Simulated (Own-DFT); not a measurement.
Simulation results for SiC (4H silicon carbide, atoms displaced)

A calculation, not a measurement: plane-wave PBE density functional theory by an unreviewed code, no spin, of a simulated periodic cell, stress positive in tension, free energy of the whole cell less one offset for each atom, forces on such cells passed a denser k mesh, this cell's mesh not checked; offsets are fitted by least squares, one for each functional and potential file, so energies compare only between cells with the same atoms and settings and are not formation energies; the far tail of each file's local potential was reset to the Coulomb form; each entry is a single point on an unrelaxed cell, so the pressure reflects the starting lattice, mostly measured values (interpolated for alloys), from which strain is counted, and rises with the displacements; printed positions are rounded, which can move forces by about a meV/angstrom; the program, named Own-DFT, is a retired in-house code; no spin-orbit coupling. Program: Own-DFT development build.

Settings shared by all entries: functional PBE; potential files PseudoDojo norm-conserving, scalar-relativistic, standard set; wave cutoff 42 hartree; occupations Fermi-Dirac; smearing width 0.1 eV; hardware one NVIDIA H100; k mesh 4 x 4 x 3 centred on Gamma.

(1) SiC (4H silicon carbide, atoms displaced)

```
cell vectors (Å)
   9.2481     0.0000     0.0000
  -4.6241     8.0091     0.0000
   0.0000     0.0000    10.0681
atoms (fractions of the cell vectors)
Si  0.99172  0.00430  0.40416
Si  0.12084  0.24286  0.16306
C   0.99564  0.98728  0.10822
C   0.11027  0.21973  0.32360
Si  0.02631  0.34839  0.38232
Si  0.12026  0.54858  0.14135
C   0.00897  0.32305  0.08966
C   0.08671  0.54111  0.35474
Si  0.98671  0.65645  0.39626
Si  0.08200  0.86131  0.15164
C   0.00820  0.68387  0.09246
C   0.11439  0.87245  0.33614
Si  0.34138  0.00400  0.41173
Si  0.44263  0.24374  0.13858
C   0.33060  0.00484  0.08130
C   0.43404  0.22062  0.31801
Si  0.31564  0.31926  0.40259
Si  0.42098  0.53279  0.15191
C   0.31126  0.35166  0.10139
C   0.44668  0.56420  0.34490
Si  0.33786  0.66914  0.39753
Si  0.44437  0.88044  0.14835
C   0.32557  0.67548  0.07788
C   0.43755  0.86800  0.33543
Si  0.65107  0.99934  0.41833
Si  0.77625  0.24111  0.16257
C   0.64975  0.99850  0.08379
C   0.77523  0.22110  0.33398
Si  0.65611  0.31904  0.40364
Si  0.77678  0.55127  0.15072
C   0.65369  0.32562  0.08713
C   0.78335  0.54197  0.35357
Si  0.66071  0.66790  0.40000
Si  0.77320  0.88689  0.16433
C   0.66502  0.65945  0.09797
C   0.79380  0.89885  0.34308
Si  0.97663  0.98331  0.91135
Si  0.89539  0.77821  0.65807
C   0.98512  0.00347  0.58779
C   0.89079  0.79413  0.84981
Si  0.99621  0.66367  0.90597
Si  0.87949  0.44040  0.67235
C   0.01928  0.67621  0.60241
C   0.88004  0.44361  0.83647
Si  0.00699  0.34095  0.90453
Si  0.89624  0.11734  0.65371
C   0.01776  0.33397  0.60496
C   0.88337  0.10542  0.84104
Si  0.64632  0.98292  0.91704
Si  0.54392  0.77516  0.63316
C   0.66769  0.99507  0.60315
C   0.55858  0.77958  0.84249
Si  0.68305  0.68274  0.91750
Si  0.54478  0.43813  0.65461
C   0.67950  0.65834  0.61457
C   0.55685  0.42392  0.84157
Si  0.67932  0.36124  0.91506
Si  0.56081  0.11865  0.66164
C   0.65118  0.33678  0.59096
C   0.56886  0.11360  0.84926
Si  0.31927  0.99572  0.89407
Si  0.23727  0.79054  0.64841
C   0.33757  0.99727  0.59280
C   0.20807  0.78094  0.86495
Si  0.33662  0.66629  0.90696
Si  0.23683  0.45423  0.65879
C   0.33154  0.67539  0.57034
C   0.22636  0.45322  0.85085
Si  0.33394  0.36656  0.91138
Si  0.25274  0.10714  0.66613
C   0.31203  0.31170  0.60948
C   0.23806  0.11538  0.84831
```

Results for SiC (4H silicon carbide, atoms displaced): free energy of cell above offsets 16.515 eV; pressure 12.92 GPa; stress xx -9.37 GPa; stress yy -15.84 GPa; stress zz -13.56 GPa; stress yz -1.1 GPa; stress xz -0.49 GPa; stress xy 0.27 GPa; wall time 360.4 s.

Force:
```tsv
element	x (eV/Å)	y (eV/Å)	z (eV/Å)
Si	4.261	-0.362	0.926
Si	-1.399	-7.29	-4.351
C	-2.456	2.336	-2.573
C	-0.017	-0.003	7.08
Si	-2.485	-7.098	4.944
Si	-3.336	1.145	2.195
C	-5.217	2.464	-0.81
C	3.37	6.422	-4.463
Si	2.525	2.995	3.807
Si	3.267	11.92	4.252
C	0.61	-13.15	-4.006
C	-1.41	1.775	1.604
Si	-1.512	-1.874	-4.403
Si	-0.954	-4.949	0.084
C	-0.417	-0.216	1.446
C	0.756	0.139	4.63
Si	2.151	1.544	1.087
Si	2.06	12.68	3.684
C	5.324	-6.784	-6.078
C	-0.386	-3.131	-1.188
Si	-2.499	-2.7	-0.811
Si	-3.324	2.757	0.494
C	2.578	-2.074	3.727
C	-0.305	4.688	0.292
Si	2.597	-0.095	-2.6
Si	1.256	-3.602	-3.476
C	3.291	0.85	5.341
C	0.391	-0.615	3.75
Si	-0.349	1.551	-0.282
Si	0.501	0.38	2.053
C	1.525	3.328	1.545
C	-5.348	-0.58	-3.053
Si	3.433	0.338	1.852
Si	-0.608	0.778	-1.773
C	-1.582	0.003	0.733
C	-5.045	-2.78	0.512
Si	1.904	7.265	2.147
Si	0.532	1.86	-0.104
C	3.888	-1.72	-0.003
C	2.046	-6.083	-2.409
Si	-1.881	0.954	-0.087
Si	1.607	1.085	-7.957
C	-2.476	-1.691	-1.091
C	1.859	1.186	6.769
Si	-1.285	-3.203	-0.997
Si	-0.624	-0.508	1.733
C	-2.776	1.12	-1.713
C	-0.103	1	1.422
Si	1.601	2.956	-4.988
Si	3.558	-0.497	3.989
C	-1.405	2.273	-2.087
C	-0.928	-2.282	-0.544
Si	-2.029	-2.084	-2.443
Si	-0.154	0.389	1.099
C	-4.29	0.283	-3.782
C	-5.348	4.21	0.265
Si	1.75	-5.791	-1.652
Si	1.157	-0.501	1.321
C	3.083	-1.853	-0.32
C	-2.463	0.358	-1.192
Si	4.673	1.506	4.467
Si	-1.291	-3.156	2.394
C	2.173	1.64	-1.034
C	3.957	-1.749	-4.691
Si	-0.965	2.819	-2.556
Si	-1.846	-0.929	-0.384
C	1.216	-1.401	4.307
C	-2.673	1.553	-2.983
Si	5.808	-5.468	-0.059
Si	-6.378	0.21	1.125
C	1.842	3.233	-3.401
C	-4.988	2.229	-0.732
```

(2) SiC (4H silicon carbide, atoms displaced)

```
cell vectors (Å)
   9.2481     0.0000     0.0000
  -4.6241     8.0091     0.0000
   0.0000     0.0000    10.0681
atoms (fractions of the cell vectors)
Si  0.99734  0.99215  0.39154
Si  0.09988  0.21138  0.15057
C   0.99326  0.99829  0.08492
C   0.11641  0.20798  0.31839
Si  0.99691  0.32783  0.39698
Si  0.09881  0.55859  0.15805
C   0.00950  0.34338  0.08460
C   0.10018  0.52404  0.35272
Si  0.98813  0.65532  0.41321
Si  0.11530  0.87930  0.16388
C   0.99319  0.67067  0.10082
C   0.12056  0.88782  0.33539
Si  0.32350  0.00916  0.41120
Si  0.43669  0.22036  0.15019
C   0.32931  0.01244  0.08180
C   0.45757  0.22516  0.34154
Si  0.34097  0.34802  0.39045
Si  0.46501  0.56091  0.15902
C   0.32850  0.32151  0.08299
C   0.42992  0.53846  0.34850
Si  0.32776  0.66645  0.40334
Si  0.44609  0.89903  0.16121
C   0.30065  0.66200  0.10521
C   0.45264  0.89401  0.34019
Si  0.66872  0.02011  0.39097
Si  0.76948  0.21568  0.15127
C   0.68257  0.00332  0.09734
C   0.77525  0.20873  0.36844
Si  0.67006  0.33889  0.41007
Si  0.77859  0.54512  0.15268
C   0.68928  0.35146  0.09532
C   0.78859  0.54794  0.33230
Si  0.65194  0.65142  0.40993
Si  0.75809  0.89085  0.15945
C   0.65868  0.66131  0.09655
C   0.76868  0.88152  0.33832
Si  0.00788  0.99734  0.90603
Si  0.87241  0.76289  0.65703
C   0.02078  0.02076  0.58655
C   0.89883  0.78542  0.83054
Si  0.01770  0.66928  0.89786
Si  0.87828  0.44032  0.65209
C   0.01329  0.68103  0.59630
C   0.88342  0.45236  0.84420
Si  0.00695  0.32774  0.90238
Si  0.89530  0.10367  0.65703
C   0.98318  0.31824  0.59558
C   0.91418  0.14452  0.83854
Si  0.66686  0.99486  0.91213
Si  0.54498  0.77030  0.66378
C   0.66990  0.00653  0.59187
C   0.55735  0.77846  0.83927
Si  0.67238  0.67621  0.90910
Si  0.55157  0.44395  0.66108
C   0.67446  0.67619  0.57983
C   0.55385  0.44090  0.84146
Si  0.66479  0.33010  0.91751
Si  0.57726  0.13390  0.66162
C   0.65863  0.33227  0.59762
C   0.55140  0.11953  0.85675
Si  0.33240  0.99517  0.88971
Si  0.22383  0.78845  0.65615
C   0.33856  0.00016  0.62349
C   0.21634  0.77834  0.84345
Si  0.35767  0.67169  0.89751
Si  0.22256  0.42458  0.66606
C   0.33660  0.67014  0.61795
C   0.21783  0.44146  0.84139
Si  0.33982  0.32825  0.92655
Si  0.21109  0.09470  0.66668
C   0.33244  0.34029  0.60641
C   0.21113  0.10162  0.84341
```

It finds free energy of cell above offsets 11.345 eV; pressure 11.7 GPa; stress xx -6.46 GPa; stress yy -15.76 GPa; stress zz -12.87 GPa; stress yz 0.15 GPa; stress xz -0.12 GPa; stress xy -2.98 GPa; wall time 360.1 s.

Force:
```tsv
element	x (eV/Å)	y (eV/Å)	z (eV/Å)
Si	-0.111	0.697	1.356
Si	0.153	1.271	-3.736
C	-0.029	-1.755	1.884
C	-0.937	1.209	5.427
Si	1.902	-5.627	3.811
Si	-0.704	-2.83	1.055
C	-1.321	-1.766	1.881
C	-1.195	8.32	-2.446
Si	2.877	1.349	-0.697
Si	-1.69	2.418	-4.091
C	0.934	-0.454	-2.144
C	-1.406	-1.494	3.627
Si	3.1	-0.302	1.005
Si	1.643	0.52	1.026
C	1.927	-2.181	0.996
C	-2.092	0.373	-0.194
Si	-0.065	-9.957	4.201
Si	-6.875	-3.238	0.504
C	-0.465	1.949	9.224
C	0.775	8.839	-2.834
Si	0.479	-0.24	1.668
Si	-1.482	-1.387	-2.26
C	7.366	3.562	-2.431
C	-2.385	-0.43	1.461
Si	1.238	-12.34	5.445
Si	2.36	2.66	1.217
C	-6.427	0.906	-2.531
C	-0.978	11.32	-5.722
Si	0.77	-1.379	-0.136
Si	-1.02	5.239	1.058
C	-2.282	-6.257	-0.662
C	-2.954	0.133	2.695
Si	0.98	1.701	-3.423
Si	7.508	-3.044	0.681
C	3.205	2.441	-1.621
C	-0.089	0.036	1.318
Si	-2.577	0.39	-0.303
Si	2.612	3.203	-2.037
C	-2.088	-3.96	-1.653
C	-1.321	-1.123	3.478
Si	-4.594	-1.685	2.242
Si	2.435	0.972	1.548
C	-2.62	-2.608	-1.156
C	1.284	-1.44	-0.391
Si	-2.197	7.416	2.25
Si	-1.907	1.024	-0.935
C	1.678	2.109	-1.218
C	-0.731	-10.84	-1.19
Si	0.318	2.967	-1.785
Si	2.077	3.304	-3.818
C	0.162	-1.382	0.844
C	3.165	1.968	2.16
Si	1.554	-1.874	-0.907
Si	-0.447	0.226	-0.871
C	-1.751	-2.088	4.086
C	0.036	1.035	2.641
Si	0.464	2.489	-2.292
Si	-0.321	-4.987	1.242
C	-0.329	3.125	-1.84
C	2.948	-1.265	-1.413
Si	-1.932	0.696	2.428
Si	2.035	-2.854	1.516
C	0.201	2.94	-4.234
C	4.664	0.706	-0.934
Si	-6.91	-3.341	2.579
Si	-5.34	3.087	-0.997
C	-2.234	-2.208	-3.681
C	2.688	1.112	2.711
Si	-1.418	0.281	-11.27
Si	1.42	3.457	-1.02
C	3.868	-3.044	-3.711
C	2.398	1.915	1.324
```

(3) SiC (4H silicon carbide, atoms displaced)

```
cell vectors (Å)
   9.2481     0.0000     0.0000
  -4.6241     8.0091     0.0000
   0.0000     0.0000    10.0681
atoms (fractions of the cell vectors)
Si  0.00038  0.99919  0.39080
Si  0.11991  0.21086  0.14422
C   0.00527  0.99690  0.10143
C   0.12645  0.25761  0.35360
Si  0.02498  0.35270  0.41584
Si  0.10139  0.54794  0.16368
C   0.00809  0.34868  0.10532
C   0.11689  0.54275  0.33656
Si  0.00128  0.66144  0.39736
Si  0.09176  0.86740  0.15315
C   0.96724  0.65304  0.08883
C   0.12967  0.87485  0.36950
Si  0.31968  0.99297  0.40564
Si  0.42521  0.19131  0.14998
C   0.33572  0.00572  0.09916
C   0.43872  0.20302  0.34013
Si  0.31408  0.33688  0.41065
Si  0.44328  0.55566  0.16041
C   0.31823  0.34518  0.09862
C   0.43252  0.56895  0.34122
Si  0.32550  0.66841  0.41534
Si  0.42002  0.87399  0.16140
C   0.34744  0.68731  0.08697
C   0.46454  0.89146  0.36089
Si  0.64536  0.99948  0.42747
Si  0.79108  0.22653  0.15387
C   0.65942  0.00448  0.09744
C   0.78997  0.21285  0.33885
Si  0.67244  0.34412  0.39727
Si  0.76753  0.55489  0.16554
C   0.68158  0.32894  0.09404
C   0.77234  0.55067  0.34264
Si  0.67023  0.67062  0.41746
Si  0.78083  0.87779  0.16292
C   0.67501  0.67266  0.09112
C   0.76671  0.87503  0.34429
Si  0.00571  0.98926  0.90885
Si  0.90219  0.79493  0.65190
C   0.99440  0.98383  0.58765
C   0.89265  0.77624  0.85537
Si  0.98795  0.63504  0.91866
Si  0.89584  0.44248  0.64418
C   0.01213  0.67202  0.59343
C   0.88888  0.45697  0.83866
Si  0.01463  0.33407  0.91010
Si  0.90187  0.11685  0.64883
C   0.00142  0.32836  0.60309
C   0.91446  0.12592  0.85028
Si  0.67626  0.98879  0.90483
Si  0.54661  0.78825  0.63916
C   0.66161  0.99700  0.59871
C   0.53987  0.77310  0.82487
Si  0.68068  0.65428  0.90443
Si  0.53732  0.43577  0.67555
C   0.66462  0.66120  0.58659
C   0.56467  0.45147  0.85545
Si  0.65779  0.34398  0.92476
Si  0.57345  0.12229  0.64903
C   0.67474  0.34242  0.61054
C   0.55925  0.11693  0.85156
Si  0.33064  0.99986  0.89390
Si  0.23553  0.78392  0.66668
C   0.33069  0.98195  0.61040
C   0.23754  0.78571  0.83551
Si  0.35071  0.68777  0.89549
Si  0.23755  0.44027  0.66245
C   0.32946  0.65702  0.58774
C   0.22571  0.43268  0.84382
Si  0.34692  0.35590  0.88629
Si  0.22379  0.12069  0.66802
C   0.33308  0.32503  0.60095
C   0.21328  0.09789  0.84163
```

Results for SiC (4H silicon carbide, atoms displaced): free energy of cell above offsets 15.764 eV; pressure 13.06 GPa; stress xx -9.25 GPa; stress yy -18.55 GPa; stress zz -11.39 GPa; stress yz -0.54 GPa; stress xz -1.26 GPa; stress xy -2.87 GPa; wall time 356.3 s.

Force:
```tsv
element	x (eV/Å)	y (eV/Å)	z (eV/Å)
Si	-0.116	0.054	2.408
Si	-4.372	2.519	3.265
C	-0.749	-1.144	-0.541
C	-1.301	-8.261	-4.037
Si	-4.913	-3.811	0.525
Si	1.047	3.321	-2.324
C	1.926	-4.449	-3.603
C	-2.326	4.624	2.022
Si	0.218	-1.931	2.979
Si	2.651	1.851	0.99
C	4.151	0.956	3.209
C	-9.025	-2.141	-6.5
Si	8.575	4.093	4.312
Si	0.41	10.59	3.704
C	-1.925	-9.903	-4.111
C	-1.32	2.836	0.493
Si	8.277	2.593	0.255
Si	-0.711	1.853	-0.816
C	5.634	-0.464	-3.202
C	3.292	-1.776	1.819
Si	0.97	0.949	-2.771
Si	3.414	5.429	1.582
C	-0.883	-5.324	-0.905
C	-8.655	-4.182	-4.076
Si	7.352	4.315	-3.437
Si	-0.559	-2.154	0.87
C	2.187	-1.756	-0.601
C	-1.453	1.723	2.721
Si	0.515	-4.648	1.776
Si	-0.62	-2.326	-1.738
C	-3.843	1.232	2.674
C	0.131	2.793	0.717
Si	-1.152	-1.645	-3.735
Si	-3.259	2.496	-0.661
C	-1.362	-2.436	0.008
C	1.406	2.299	0.815
Si	-1.877	1.444	0.517
Si	0.181	-7.442	2.352
C	-0.253	7.404	-1.673
C	1.253	-0.418	-2.35
Si	0.469	6.629	-2.43
Si	-1.149	2.596	3.221
C	-0.392	-1.043	-0.566
C	1.181	-5.939	-1.145
Si	-2.742	1.601	0.965
Si	-0.371	-2.927	2.003
C	1.617	2.122	-1.854
C	-1.058	-3.868	-1.32
Si	-2.2	2.063	0.783
Si	2.63	-3.9	2.251
C	2.21	3.047	0.783
C	5.851	1.843	0.102
Si	-3.192	4.79	1.247
Si	4.743	2.378	-3.735
C	-0.676	0.517	4.944
C	-1.774	-1.779	-1.778
Si	4.762	-3.499	-3.28
Si	-3.32	-0.991	3.638
C	-1.526	-0.302	-3.226
C	0.539	0.365	-1.065
Si	2.445	0.404	1.65
Si	-1.561	-4.204	-3.362
C	-0.296	6.753	-3.415
C	-2.031	-2.017	4.583
Si	-2.58	-3.049	3.041
Si	-3.579	1.023	-0.597
C	-0.61	-0.177	2.75
C	-3.177	4.521	-1.26
Si	1.362	-4.835	6.085
Si	1.084	-4.985	-2.79
C	-0.297	0.785	-0.906
C	0.721	2.918	1.751
```
